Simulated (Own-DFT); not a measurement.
# Which defects push the lattice out? wurtzite GaN

The numbers are computed, not measured, by runs of the plane-wave DFT program Own-DFT (in-house, retired, unreviewed) at fixed positions, with no spin and no spin-orbit coupling.

Method: PBE; PseudoDojo norm-conserving scalar-relativistic files; cutoff 42 hartree; 4 x 4 x 3 k mesh centred on Gamma; Fermi-Dirac smearing of 0.1 eV.

Keep in mind (not all hold for every row): some atoms lie very close together; not probed for a lower state with spin; forces not confirmed at this smearing and k mesh; stress not checked against mesh or cutoff.

All runs share one cell, with vectors in Å (9.567, 0.000, 0.000); (-4.784, 8.285, 0.000); (0.000, 0.000, 10.370) and a volume of 822.0 Å³. The atoms are randomly displaced, by u rms on each axis. The defect's site can differ from row to row.

| cell | formula | u (Å) | P (GPa) |
|---|---|---|---|
| no defect | Ga36N36 | 0.0195 | 5.89 |
| no defect | Ga36N36 | 0.0210 | 5.92 |
| no defect | Ga36N36 | 0.0497 | 7.46 |
| one Ga on an N site | Ga37N35 | 0.0289 | 12.02 |
| one Ga on an N site | Ga37N35 | 0.0497 | 13.63 |
| one Ga on an N site | Ga37N35 | 0.0499 | 13.46 |
| one N on a Ga site | Ga35N37 | 0.0284 | 5.40 |
| one N on a Ga site | Ga35N37 | 0.0298 | 5.50 |
| one N on a Ga site | Ga35N37 | 0.0473 | ? |
| one N on a Ga site | Ga35N37 | 0.0505 | 6.93 |

## Fit

P = P0 + c u² + a shift for each defect gives P0 = 5.51 GPa, c = 837 ± 40 GPa/Å² and a scatter of 0.10 GPa. The shifts, and each times the cell's volume:

- one Ga on an N site: 5.91 ± 0.09 GPa, 30.3 eV
- one N on a Ga site: -0.75 ± 0.08 GPa, -3.9 eV

Against the defect-free cell, a freed cell would be larger where the shift is positive and smaller where it is negative (160.2 GPa Å³ is 1 eV). The atoms around the defects weren't relaxed, which would change these numbers.

## Prediction

The question: what pressure belongs in the blank (one N on a Ga site, u = 0.0473 Å)?

From the fit: 6.63 ± 0.12 GPa. Computed: 6.78 GPa.
